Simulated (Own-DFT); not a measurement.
Simulation results for SiC (2H silicon carbide, atoms displaced)

Computed with Own-DFT development build. A calculation, not a measurement: plane-wave PBE density functional theory by an unreviewed code, no spin, of a simulated periodic cell, stress positive in tension, free energy of the whole cell less one offset for each atom, forces on such cells passed a denser k mesh, this cell's mesh not checked; offsets are fitted by least squares, one for each functional and potential file, so energies compare only between cells with the same atoms and settings and are not formation energies; the far tail of each file's local potential was reset to the Coulomb form; each entry is a single point on an unrelaxed cell, so the pressure reflects the starting lattice, mostly measured values (interpolated for alloys), from which strain is counted, and rises with the displacements; printed positions are rounded, which can move forces by about a meV/angstrom; the program, named Own-DFT, is a retired in-house code; no spin-orbit coupling; before rounding, a Quantum ESPRESSO 7.3.1 run of the same cell and cutoff gave forces within 1 meV/angstrom rms on each cell, which checks the program and not the settings.

Settings shared by all entries: functional PBE; potential files PseudoDojo norm-conserving, scalar-relativistic, standard set; wave cutoff 42 hartree; occupations Fermi-Dirac; smearing width 0.1 eV; k mesh 5 x 5 x 3 centred on Gamma.

(1) SiC (2H silicon carbide, atoms displaced)

```cif
# cell vector a (Å): 6.1654 0.0000 0.0000
# cell vector b (Å): -3.0827 5.3394 0.0000
# cell vector c (Å): 0.0000 0.0000 10.0681
data_SiC
_symmetry_space_group_name_H-M 'P 1'
_symmetry_Int_Tables_number 1
_cell_length_a 6.1654
_cell_length_b 6.1654
_cell_length_c 10.0681
_cell_angle_alpha 90.000
_cell_angle_beta 90.000
_cell_angle_gamma 120.000
_cell_volume 331.44
loop_
_atom_site_label
_atom_site_type_symbol
_atom_site_fract_x
_atom_site_fract_y
_atom_site_fract_z
_atom_site_occupancy
Si1 Si 0.00946 0.97153 0.99148 1
Si2 Si 0.19287 0.35884 0.26149 1
C1 C 0.00408 0.00251 0.18944 1
C2 C 0.18607 0.35725 0.43737 1
Si3 Si 0.01540 0.99219 0.50294 1
Si4 Si 0.17205 0.32429 0.75527 1
C3 C 0.02603 0.98672 0.68623 1
C4 C 0.17468 0.34167 0.93607 1
Si5 Si 0.00621 0.53319 0.98144 1
Si6 Si 0.14812 0.82395 0.24513 1
C5 C 0.98802 0.51264 0.19574 1
C6 C 0.17107 0.84543 0.42588 1
Si7 Si 0.99778 0.52201 0.49376 1
Si8 Si 0.14703 0.83410 0.74665 1
C7 C 0.00192 0.53736 0.67872 1
C8 C 0.14763 0.83202 0.93256 1
Si9 Si 0.53202 0.02118 0.99064 1
Si10 Si 0.64979 0.34081 0.25696 1
C9 C 0.49574 0.99264 0.18795 1
C10 C 0.63976 0.32931 0.44127 1
Si11 Si 0.50441 0.01807 0.50648 1
Si12 Si 0.68219 0.34998 0.73229 1
C11 C 0.49232 0.96749 0.69922 1
C12 C 0.64165 0.31363 0.94033 1
Si13 Si 0.49190 0.48258 0.01040 1
Si14 Si 0.69141 0.84335 0.27756 1
C13 C 0.48365 0.50416 0.17969 1
C14 C 0.66070 0.82949 0.43327 1
Si15 Si 0.49977 0.49865 0.48795 1
Si16 Si 0.65040 0.84296 0.74413 1
C15 C 0.47860 0.49015 0.69422 1
C16 C 0.64752 0.81380 0.93698 1
```

- free energy of cell above offsets: 7.228 eV
- pressure: 13.93 GPa
- stress xx: -13.5 GPa
- stress yy: -13.14 GPa
- stress zz: -15.16 GPa
- stress yz: 1.69 GPa
- stress xz: 0.75 GPa
- stress xy: 6.91 GPa

Force:
| element | x (eV/Å) | y (eV/Å) | z (eV/Å) |
| --- | --- | --- | --- |
| Si | -9.09 | 5.605 | 4.186 |
| Si | -3.834 | -2.394 | -3.685 |
| C | -0.431 | 0.91 | -0.013 |
| C | -2.881 | -2.27 | 1.685 |
| Si | -2.001 | 1.919 | -0.972 |
| Si | -1.583 | 0.117 | -0.516 |
| C | -9.027 | 5.328 | -2.667 |
| C | -1.566 | -1.45 | 0.607 |
| Si | 0.765 | -7.069 | 4.02 |
| Si | 2.285 | 3.062 | -0.705 |
| C | 0.756 | -2.719 | -1.342 |
| C | 0.917 | -0.382 | 2.305 |
| Si | 1.326 | -0.903 | -0.338 |
| Si | 6.919 | -1.659 | 3.951 |
| C | 1.747 | -4.751 | -0.427 |
| C | 6.577 | 0.616 | -3.77 |
| Si | -0.418 | -5.503 | 4.113 |
| Si | 1.246 | -1.892 | -3.242 |
| C | 0.222 | 0.898 | 0.565 |
| C | 3.884 | 0.7 | -0.389 |
| Si | 0.103 | -3.489 | -0.521 |
| Si | -2.514 | -1.636 | 3.115 |
| C | -7.145 | 6.76 | -4.822 |
| C | 1.735 | 5.885 | -3.163 |
| Si | -0.845 | 1.487 | -4.004 |
| Si | -1.746 | 0.991 | -13.24 |
| C | 2.55 | 1.296 | 4.885 |
| C | 0.443 | 1.302 | 9.834 |
| Si | -1.944 | 2.086 | 4.613 |
| Si | 8.682 | -5.823 | 3.946 |
| C | 2.848 | 1.89 | -3.147 |
| C | 2.018 | 1.089 | -0.863 |

(2) SiC (2H silicon carbide, atoms displaced)

```cif
# cell vector a (Å): 6.1654 0.0000 0.0000
# cell vector b (Å): -3.0827 5.3394 0.0000
# cell vector c (Å): 0.0000 0.0000 10.0681
data_SiC
_symmetry_space_group_name_H-M 'P 1'
_symmetry_Int_Tables_number 1
_cell_length_a 6.1654
_cell_length_b 6.1654
_cell_length_c 10.0681
_cell_angle_alpha 90.000
_cell_angle_beta 90.000
_cell_angle_gamma 120.000
_cell_volume 331.44
loop_
_atom_site_label
_atom_site_type_symbol
_atom_site_fract_x
_atom_site_fract_y
_atom_site_fract_z
_atom_site_occupancy
Si1 Si 0.00297 0.01412 0.02018 1
Si2 Si 0.16934 0.32620 0.25081 1
C1 C 0.99043 0.01800 0.19138 1
C2 C 0.16733 0.31702 0.42802 1
Si3 Si 0.00884 0.99065 0.52061 1
Si4 Si 0.16381 0.33880 0.76385 1
C3 C 0.98018 0.00039 0.68312 1
C4 C 0.20010 0.36004 0.94563 1
Si5 Si 0.98763 0.49856 0.00389 1
Si6 Si 0.17860 0.82717 0.27073 1
C5 C 0.97540 0.49240 0.17693 1
C6 C 0.14541 0.84096 0.43280 1
Si7 Si 0.97783 0.49545 0.49417 1
Si8 Si 0.17039 0.82513 0.73999 1
C7 C 0.99531 0.49167 0.70011 1
C8 C 0.17232 0.80399 0.95339 1
Si9 Si 0.50670 0.00837 0.00497 1
Si10 Si 0.65254 0.32123 0.26111 1
C9 C 0.47195 0.00481 0.17011 1
C10 C 0.69210 0.37821 0.42874 1
Si11 Si 0.48764 0.02624 0.50937 1
Si12 Si 0.68940 0.35993 0.73445 1
C11 C 0.45611 0.95835 0.67130 1
C12 C 0.64479 0.33461 0.94294 1
Si13 Si 0.49277 0.50906 0.00957 1
Si14 Si 0.70341 0.83755 0.23246 1
C13 C 0.48258 0.49350 0.17867 1
C14 C 0.64533 0.82314 0.43368 1
Si15 Si 0.48440 0.48481 0.48636 1
Si16 Si 0.67730 0.83107 0.73027 1
C15 C 0.53146 0.51435 0.69878 1
C16 C 0.62323 0.82410 0.93293 1
```

- free energy of cell above offsets: 10.670 eV
- pressure: 16.6 GPa
- stress xx: -14.61 GPa
- stress yy: -10.53 GPa
- stress zz: -24.66 GPa
- stress yz: 0.68 GPa
- stress xz: 4.03 GPa
- stress xy: -6.56 GPa

Force:
| element | x (eV/Å) | y (eV/Å) | z (eV/Å) |
| --- | --- | --- | --- |
| Si | 1.066 | -1.171 | -5.872 |
| Si | -2.303 | 2.211 | -1.487 |
| C | 5.907 | 1.119 | 0.181 |
| C | -2.1 | -0.231 | 3.206 |
| Si | -4.084 | 1.153 | -7.958 |
| Si | 2.497 | -0.36 | -0.244 |
| C | 4.402 | 2.598 | 4.721 |
| C | -5.514 | -4.603 | -1.206 |
| Si | -0.051 | -2.115 | -1.706 |
| Si | -0.77 | -0.724 | -8.584 |
| C | 1.122 | 0.276 | 6.024 |
| C | 2.374 | -0.7 | 5.434 |
| Si | 6.189 | 1.758 | 1.847 |
| Si | -3.705 | -0.517 | 5.45 |
| C | 2.691 | 1.163 | -4.162 |
| C | -2.801 | 4.833 | -3.331 |
| Si | -1.995 | 0.057 | -4.404 |
| Si | 0.285 | 0.259 | -6.832 |
| C | 1.739 | -0.21 | 8.167 |
| C | -3.266 | -4.575 | 2.344 |
| Si | 2.477 | -2.116 | -6.182 |
| Si | -2.694 | -4.983 | 5.593 |
| C | 4.477 | 3.775 | 2.986 |
| C | 2.371 | 0.258 | -1.961 |
| Si | 3.203 | 1.186 | -3.307 |
| Si | -8.578 | -4.017 | 4.36 |
| C | 1.901 | 0.992 | 4.778 |
| C | 0.491 | 1.75 | 0.147 |
| Si | -0.572 | 3.909 | 2.222 |
| Si | -5.043 | 0.155 | 4.408 |
| C | -4.254 | -2.737 | -4.113 |
| C | 4.539 | 1.607 | -0.518 |

(3) SiC (2H silicon carbide, atoms displaced)

```cif
# cell vector a (Å): 6.1654 0.0000 0.0000
# cell vector b (Å): -3.0827 5.3394 0.0000
# cell vector c (Å): 0.0000 0.0000 10.0681
data_SiC
_symmetry_space_group_name_H-M 'P 1'
_symmetry_Int_Tables_number 1
_cell_length_a 6.1654
_cell_length_b 6.1654
_cell_length_c 10.0681
_cell_angle_alpha 90.000
_cell_angle_beta 90.000
_cell_angle_gamma 120.000
_cell_volume 331.44
loop_
_atom_site_label
_atom_site_type_symbol
_atom_site_fract_x
_atom_site_fract_y
_atom_site_fract_z
_atom_site_occupancy
Si1 Si 0.00901 0.03032 0.00048 1
Si2 Si 0.18493 0.33408 0.24571 1
C1 C 0.00769 0.01483 0.18116 1
C2 C 0.14628 0.33856 0.44695 1
Si3 Si 0.01892 0.02961 0.49745 1
Si4 Si 0.16608 0.32863 0.75404 1
C3 C 0.96071 0.98496 0.68951 1
C4 C 0.16505 0.33283 0.94388 1
Si5 Si 0.00388 0.52581 0.99901 1
Si6 Si 0.18473 0.83717 0.24599 1
C5 C 0.01450 0.48867 0.19563 1
C6 C 0.19749 0.88180 0.44808 1
Si7 Si 0.97179 0.46500 0.48294 1
Si8 Si 0.18882 0.83176 0.75177 1
C7 C 0.99838 0.49790 0.70234 1
C8 C 0.15581 0.83004 0.93314 1
Si9 Si 0.49783 0.02287 0.00025 1
Si10 Si 0.66250 0.35530 0.25119 1
C9 C 0.49532 0.02525 0.18303 1
C10 C 0.67225 0.32273 0.43383 1
Si11 Si 0.48699 0.02079 0.49772 1
Si12 Si 0.68664 0.33451 0.74758 1
C11 C 0.49494 0.03130 0.68588 1
C12 C 0.68400 0.32742 0.92189 1
Si13 Si 0.49448 0.47286 0.98300 1
Si14 Si 0.68252 0.84706 0.25454 1
C13 C 0.51063 0.53843 0.16584 1
C14 C 0.67798 0.82668 0.44714 1
Si15 Si 0.53753 0.50893 0.50663 1
Si16 Si 0.64173 0.81299 0.73440 1
C15 C 0.51559 0.47683 0.67136 1
C16 C 0.64988 0.80743 0.93527 1
```

- free energy of cell above offsets: 4.952 eV
- pressure: 10.72 GPa
- stress xx: -9.91 GPa
- stress yy: -12.01 GPa
- stress zz: -10.23 GPa
- stress yz: 2.56 GPa
- stress xz: -0.36 GPa
- stress xy: -4.29 GPa

Force:
| element | x (eV/Å) | y (eV/Å) | z (eV/Å) |
| --- | --- | --- | --- |
| Si | -0.909 | -5.84 | -1.235 |
| Si | -0.21 | 0.752 | 1.099 |
| C | 0.923 | -1.428 | 1.685 |
| C | 6.269 | 0.693 | -3.687 |
| Si | -1.013 | -3.246 | 2.599 |
| Si | -0.167 | -1.677 | -1.351 |
| C | 4.132 | 2.291 | -0.81 |
| C | -0.516 | 2.518 | -2.192 |
| Si | 1.48 | -2.72 | 1.144 |
| Si | -2.156 | 0.084 | 1.329 |
| C | -3.057 | 2.199 | -1.286 |
| C | -4.669 | -5.655 | -4.403 |
| Si | 1.056 | 6.805 | 4.723 |
| Si | -4.458 | 0.132 | -0.763 |
| C | 3.106 | 1.184 | -3.311 |
| C | 0.528 | 3.545 | 1.144 |
| Si | 1.829 | -3.718 | -1.148 |
| Si | 1.094 | -0.331 | -2.092 |
| C | 2.242 | 0.355 | 0.897 |
| C | -3.712 | 1.228 | -1.747 |
| Si | 6.078 | -1.406 | 2.937 |
| Si | -1.416 | 0.534 | -0.287 |
| C | 2.115 | -3.535 | -1.35 |
| C | -1.531 | 0.672 | 3.602 |
| Si | 0.196 | 3.031 | 0.962 |
| Si | -1.134 | 0.579 | -1.024 |
| C | 1.476 | -2.195 | 3.492 |
| C | -1.201 | 1.705 | -2.175 |
| Si | -2.895 | -0.485 | -4.108 |
| Si | -0.105 | 0.805 | 2.393 |
| C | -2.836 | 0.748 | 5.89 |
| C | -0.539 | 2.377 | -0.926 |
